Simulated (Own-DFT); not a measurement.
# Strain and stress in wurtzite GaN, 72 atoms (Ga36N36)

All numbers below are calculated, not measured. They come from Own-DFT, an in-house plane-wave density functional program, since retired, whose code no person has reviewed. Each row is one single-point run on a periodic cell that was not relaxed, without spin or spin-orbit coupling.

Settings of every run: PBE; PseudoDojo norm-conserving scalar-relativistic files; cutoff 42 hartree; 4 x 4 x 3 k mesh centred on Gamma; Fermi-Dirac smearing of 0.1 eV.

Known limits: forces not confirmed at this smearing and k mesh; stress not checked against mesh or cutoff.

Unstrained cell vectors in Å: (9.567, 0.000, 0.000); (-4.784, 8.285, 0.000); (0.000, 0.000, 10.370). The unstrained cell has measured lattice constants (interpolated for alloys), not those of this functional. That, the random moves and any unrelaxed bonds set the pressure at no strain. Each run strains this cell uniformly, with the atoms carried along. Every atom was also moved at random, by a Gaussian of width 0.05 Å on each axis. Strain is the symmetric tensor, in per cent. Stress is positive in tension, and the pressure is minus a third of its trace.

```
run  e_xx (%)  e_yy (%)  e_zz (%)  e_yz (%)  e_xz (%)  e_xy (%)  s_xx (GPa)  s_yy (GPa)  s_zz (GPa)  s_yz (GPa)  s_xz (GPa)  s_xy (GPa)  P (GPa)  E (meV/atom)
  1     -0.32      0.71     -1.01      1.02     -0.95      0.11      -10.41       -4.39      -11.90        2.54       -2.83       -0.09     8.90          16.4
  2      0.44      1.67     -1.36      1.42     -1.47      0.34       -5.01       -2.26      -12.61        3.10       -2.97        0.12     6.63          24.2
  3      0.93     -1.91     -1.76      0.69     -1.23      1.53       -7.87      -17.63      -16.83        1.75       -2.27        5.82    14.11          47.5
  4     -1.24      1.33     -1.16     -1.54      0.49     -1.75      -12.54       -4.41      -14.53       -3.44        1.60       -5.58    10.50          40.3
  5      0.95      0.68      0.94      0.21     -0.94     -1.51       -2.39       -3.58       -3.26       -0.19       -1.64       -5.14     3.08          12.9
  6      1.74     -1.85      1.50     -1.53      0.04      1.64       -2.74      -12.87       -0.87       -2.97       -0.09        4.97     5.49          29.0
  7      0.77      1.04      1.97     -1.30     -0.24     -1.22       -3.37       -1.40        2.70       -3.17       -0.62       -4.21     0.69           0.0
  8     -1.38      0.48     -1.75      0.37      0.62      1.92      -15.98       -7.98      -18.04        1.81        1.29        5.39    14.00          57.0
  9     -1.85     -1.18     -1.62      0.97      0.30     -0.70      -20.72      -14.21      -18.34        2.38        1.19       -3.21    17.76          44.0
 10     -1.02     -0.35      1.39      0.81      1.03      1.91      -12.17       -9.05       -2.41        1.43        1.76        6.33     7.88          21.8
 11      1.69      0.04     -1.47     -1.14      1.15      0.64       -0.34       -7.36      -14.11       -3.36        2.53        1.26     7.27          16.4
 12      1.79      0.72      0.18     -0.64     -0.66     -0.53       -0.15       -2.94       -4.96       -1.06       -1.29       -1.83     2.68          12.6
 13      0.03     -0.45      0.32     -1.11     -0.39     -1.23       -6.41      -11.57       -6.16       -1.97       -1.30       -2.86     8.05          21.6
 14     -0.20     -1.68      1.91      0.81     -0.07      1.50       -8.96      -14.17       -1.74        1.71       -0.16        4.93     8.29          34.0
 15     -0.70      0.03      1.80      1.50      1.83     -0.21       -9.72       -8.31       -0.24        3.87        4.29       -0.90     6.09          28.0
 16     -1.86      0.39     -1.96     -0.51     -0.03     -0.34           ?           ?           ?           ?           ?           ?        ?             ?
```

E is the free energy for each atom above the lowest run shown.

## Worked fit

Each stress component was fitted by least squares to a constant and the strains of the runs shown, as fractions, with shears doubled. Shear strains stay in the fit of a normal stress only where such slopes are resolved. The slopes, in GPa:

| stress | at no strain | per e_xx | per e_yy | per e_zz | scatter |
|---|---|---|---|---|---|
| s_xx | -8.3 | 454 ± 26 | 123 ± 27 | 75 ± 21 | 1.15 |
| s_yy | -8.0 | 73 ± 23 | 426 ± 24 | 62 ± 19 | 1.03 |
| s_zz | -8.3 | 94 ± 15 | 75 ± 16 | 469 ± 12 | 0.67 |

Each shear stress against twice its own strain: yz 108 ± 9, xz 116 ± 8, xy 158 ± 9 GPa. These are stiffnesses along x, y and z of the frame in which the cell vectors are given, which need not be the crystal's axes. The atoms are held to the strained lattice; where symmetry lets them move under strain, relaxing them would lower some slopes. The table should be nearly symmetric about its diagonal, and what it lacks of that shows the noise. A ninth of its sum, 206 ± 3 GPa, estimates the bulk modulus near the mean pressure of these runs, 8.1 GPa, so it lies above the value at zero pressure.

## Withheld run

Question: what normal stresses and pressure should run 16 give?

The fit gives s_xx = -17.8, s_yy = -8.9, s_zz = -18.9 and P = 15.2 GPa. The calculation gave -18.08, -8.85, -19.75 and P = 15.56 GPa.
